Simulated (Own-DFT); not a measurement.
InGa3As4 (zincblende random alloy, strained, atoms displaced) (calculated)

All values are calculated (Own-DFT development build). A calculation, not a measurement: plane-wave density functional theory by an unreviewed code, no spin, of a simulated periodic cell, stress positive in tension, run twice, with PBE and with PBEsol, both on files made for PBE, so the change isn't that of files made for PBEsol, forces on such cells passed a denser k mesh, this cell's mesh not checked; the far tail of each file's local potential was reset to the Coulomb form; each entry is a single point on an unrelaxed cell, so the pressure reflects the starting lattice, mostly measured values (interpolated for alloys), from which strain is counted, and rises with the displacements; printed positions are rounded, which can move forces by about a meV/angstrom; the program, named Own-DFT, is a retired in-house code; no spin-orbit coupling; stress was not checked against mesh or cutoff.

## InGa3As4 (zincblende random alloy, strained, atoms displaced)

```
cell vectors (Å)
  11.6740     0.0240     0.1484
   0.0240    11.3011     0.1721
   0.1484     0.1721    11.3567
atoms (fractions of the cell vectors)
Ga  0.00229  0.99691  0.00012
In  0.99789  0.25171  0.24227
In  0.24816  0.00485  0.24405
Ga  0.24664  0.24619  0.00147
As  0.12852  0.12377  0.11583
As  0.12450  0.37607  0.37932
As  0.37896  0.12517  0.36843
As  0.38038  0.38282  0.13457
Ga  0.00558  0.99681  0.49909
Ga  0.99645  0.25213  0.74757
Ga  0.24496  0.99737  0.74914
In  0.25647  0.25351  0.50199
As  0.12087  0.12988  0.62392
As  0.12665  0.38053  0.87939
As  0.36523  0.11498  0.87868
As  0.37594  0.36736  0.62223
Ga  0.99647  0.49423  0.99496
Ga  0.99156  0.75085  0.24521
In  0.25206  0.50286  0.24601
In  0.25885  0.75127  0.99620
As  0.13305  0.62554  0.13102
As  0.12699  0.87963  0.37589
As  0.37247  0.63241  0.36341
As  0.37493  0.88220  0.12175
In  0.99623  0.50135  0.49947
Ga  0.00725  0.74862  0.74831
In  0.24727  0.50611  0.75490
Ga  0.24905  0.74903  0.49600
As  0.12534  0.63033  0.62342
As  0.12667  0.87817  0.87993
As  0.37899  0.62469  0.87992
As  0.37072  0.88139  0.62449
In  0.49964  0.00394  0.99842
Ga  0.50202  0.25633  0.25269
Ga  0.75010  0.99231  0.25616
Ga  0.75487  0.24518  0.99902
As  0.62716  0.11719  0.12022
As  0.62458  0.37611  0.37677
As  0.87434  0.12602  0.37894
As  0.87338  0.36769  0.12513
Ga  0.49963  0.00240  0.49919
Ga  0.50677  0.24378  0.75244
Ga  0.75586  0.00593  0.74557
Ga  0.75093  0.25311  0.50174
As  0.62510  0.13070  0.63049
As  0.61996  0.37853  0.87093
As  0.87566  0.12668  0.87155
As  0.86360  0.38043  0.62080
Ga  0.50196  0.49444  0.99604
Ga  0.49481  0.74979  0.25026
Ga  0.74862  0.50531  0.24996
Ga  0.74851  0.74583  0.00598
As  0.62721  0.62010  0.11555
As  0.62776  0.87360  0.38449
As  0.87221  0.62424  0.37991
As  0.87144  0.87731  0.13592
Ga  0.49286  0.50093  0.49696
Ga  0.50104  0.75393  0.75227
Ga  0.75747  0.49089  0.74782
Ga  0.75247  0.75353  0.50070
As  0.63169  0.62107  0.62631
As  0.62142  0.88218  0.87642
As  0.87651  0.63182  0.87444
As  0.87520  0.87421  0.62932
```

- functional: PBE, then PBEsol
- potential files: PseudoDojo norm-conserving, scalar-relativistic, standard set
- wave cutoff: 42 hartree
- occupations: Fermi-Dirac
- smearing width: 0.1 eV
- k mesh: 3 x 3 x 3 centred on Gamma
- PBE pressure: 6.49 GPa
- PBE stress xx: -5.66 GPa
- PBE stress yy: -6.97 GPa
- PBE stress zz: -6.85 GPa
- PBE stress yz: 2.02 GPa
- PBE stress xz: 2.02 GPa
- PBE stress xy: 0.81 GPa
- PBEsol pressure: 3.37 GPa
- PBEsol stress xx: -2.5 GPa
- PBEsol stress yy: -3.88 GPa
- PBEsol stress zz: -3.74 GPa
- PBEsol stress yz: 1.95 GPa
- PBEsol stress xz: 1.93 GPa
- PBEsol stress xy: 0.77 GPa
- rms change of force components from PBE to PBEsol: 0.039 eV/Å

Force:
| force element | PBE force x (eV/Å) | PBE force y (eV/Å) | PBE force z (eV/Å) | PBEsol force x (eV/Å) | PBEsol force y (eV/Å) | PBEsol force z (eV/Å) |
| --- | --- | --- | --- | --- | --- | --- |
| Ga | -0.579 | 0.381 | 0.083 | -0.549 | 0.369 | 0.077 |
| In | 1.581 | -0.677 | 1.268 | 1.513 | -0.662 | 1.227 |
| In | 0.683 | 0.022 | 0.737 | 0.662 | 0.011 | 0.705 |
| Ga | 1.117 | 1.132 | -0.465 | 1.05 | 1.062 | -0.459 |
| As | -1.609 | 0.073 | -0.723 | -1.539 | 0.082 | -0.686 |
| As | -0.204 | -0.504 | -0.827 | -0.184 | -0.476 | -0.802 |
| As | 0.892 | -0.064 | 0.335 | 0.859 | -0.042 | 0.33 |
| As | 0.817 | -2.161 | -2.153 | 0.802 | -2.071 | -2.069 |
| Ga | -0.552 | 0.478 | 0.462 | -0.538 | 0.46 | 0.443 |
| Ga | 0.284 | 0.604 | -0.03 | 0.265 | 0.557 | -0.031 |
| Ga | -0.168 | 0.718 | -0.243 | -0.164 | 0.687 | -0.222 |
| In | -0.402 | -0.905 | -0.93 | -0.402 | -0.877 | -0.898 |
| As | -0.624 | -1.206 | 0.771 | -0.586 | -1.16 | 0.743 |
| As | -1.343 | -2.008 | 0.518 | -1.295 | -1.919 | 0.505 |
| As | -0.645 | 1.884 | -1.609 | -0.605 | 1.82 | -1.539 |
| As | 1.731 | 1.37 | 1.681 | 1.667 | 1.336 | 1.606 |
| Ga | -0.008 | 0.899 | 0.784 | -0.009 | 0.85 | 0.745 |
| Ga | 1.202 | -0.472 | 0.817 | 1.149 | -0.458 | 0.793 |
| In | -0.253 | -0.492 | 1.609 | -0.242 | -0.465 | 1.557 |
| In | -0.551 | 0.487 | 0.906 | -0.54 | 0.468 | 0.885 |
| As | -3.491 | 0.948 | -1.537 | -3.345 | 0.926 | -1.484 |
| As | -1.213 | -1.527 | 0.295 | -1.16 | -1.456 | 0.294 |
| As | 0.395 | -0.214 | 2.272 | 0.382 | -0.209 | 2.189 |
| As | 0.531 | -1.903 | 1.343 | 0.51 | -1.832 | 1.289 |
| In | 1.128 | 0.268 | 0.508 | 1.075 | 0.254 | 0.486 |
| Ga | -0.258 | 0.835 | 0.459 | -0.266 | 0.796 | 0.439 |
| In | 1.458 | 0.022 | -0.923 | 1.395 | 0.012 | -0.885 |
| Ga | 0.45 | 0.709 | 0.032 | 0.416 | 0.689 | 0.024 |
| As | -0.23 | 0.534 | -0.414 | -0.217 | 0.518 | -0.39 |
| As | -1.185 | -0.158 | -1.172 | -1.12 | -0.148 | -1.134 |
| As | 1.745 | -0.656 | -1.026 | 1.675 | -0.621 | -0.992 |
| As | 0.146 | -0.878 | -0.094 | 0.146 | -0.838 | -0.084 |
| In | 0.454 | 0.435 | 0.101 | 0.429 | 0.404 | 0.097 |
| Ga | 0.844 | -0.501 | -0.365 | 0.793 | -0.483 | -0.342 |
| Ga | -0.325 | 1.246 | 0.327 | -0.317 | 1.187 | 0.31 |
| Ga | -0.686 | 0.404 | -0.09 | -0.664 | 0.371 | -0.082 |
| As | 0.92 | 1.486 | 1.728 | 0.891 | 1.439 | 1.654 |
| As | -0.018 | 0.139 | -0.109 | -0.017 | 0.141 | -0.11 |
| As | -0.696 | -1.065 | 0.537 | -0.656 | -1.017 | 0.512 |
| As | -1.875 | 2.128 | -1.487 | -1.785 | 2.055 | -1.442 |
| Ga | 0.271 | 0.362 | 0.23 | 0.247 | 0.337 | 0.218 |
| Ga | -1.24 | 0.497 | 0.582 | -1.192 | 0.477 | 0.544 |
| Ga | -0.428 | -0.311 | 0.436 | -0.425 | -0.302 | 0.424 |
| Ga | -0.345 | -0.23 | -0.296 | -0.343 | -0.218 | -0.28 |
| As | 0.296 | -0.926 | -1.011 | 0.301 | -0.879 | -0.965 |
| As | 0.817 | -1.01 | 0.247 | 0.796 | -0.974 | 0.237 |
| As | 0.211 | -0.491 | 0.327 | 0.206 | -0.458 | 0.311 |
| As | 0.595 | -2.036 | 0.729 | 0.584 | -1.955 | 0.711 |
| Ga | -0.046 | 0.432 | 0.352 | -0.051 | 0.422 | 0.341 |
| Ga | 1.375 | 0.972 | -0.892 | 1.294 | 0.927 | -0.86 |
| Ga | 0.206 | -0.397 | -0.024 | 0.183 | -0.4 | -0.022 |
| Ga | 0.444 | 1.268 | -0.801 | 0.412 | 1.206 | -0.775 |
| As | -1.005 | -0.112 | 1.124 | -0.949 | -0.101 | 1.088 |
| As | -0.91 | -0.225 | -0.667 | -0.855 | -0.201 | -0.645 |
| As | -1.163 | 1.279 | -1.734 | -1.111 | 1.245 | -1.674 |
| As | 0.082 | -0.214 | -1.579 | 0.094 | -0.212 | -1.51 |
| Ga | 0.533 | 0.444 | 0.137 | 0.517 | 0.401 | 0.127 |
| Ga | 0.417 | -0.055 | -0.396 | 0.395 | -0.058 | -0.368 |
| Ga | -0.92 | 1.606 | 1.077 | -0.912 | 1.546 | 1.014 |
| Ga | 0.144 | -0.305 | 0.656 | 0.125 | -0.309 | 0.632 |
| As | -0.857 | 0.19 | -0.06 | -0.812 | 0.196 | -0.061 |
| As | 1.843 | -1.627 | -1.329 | 1.769 | -1.561 | -1.278 |
| As | -0.131 | -0.843 | -0.053 | -0.105 | -0.825 | -0.048 |
| As | 0.351 | -0.077 | -0.428 | 0.352 | -0.063 | -0.421 |
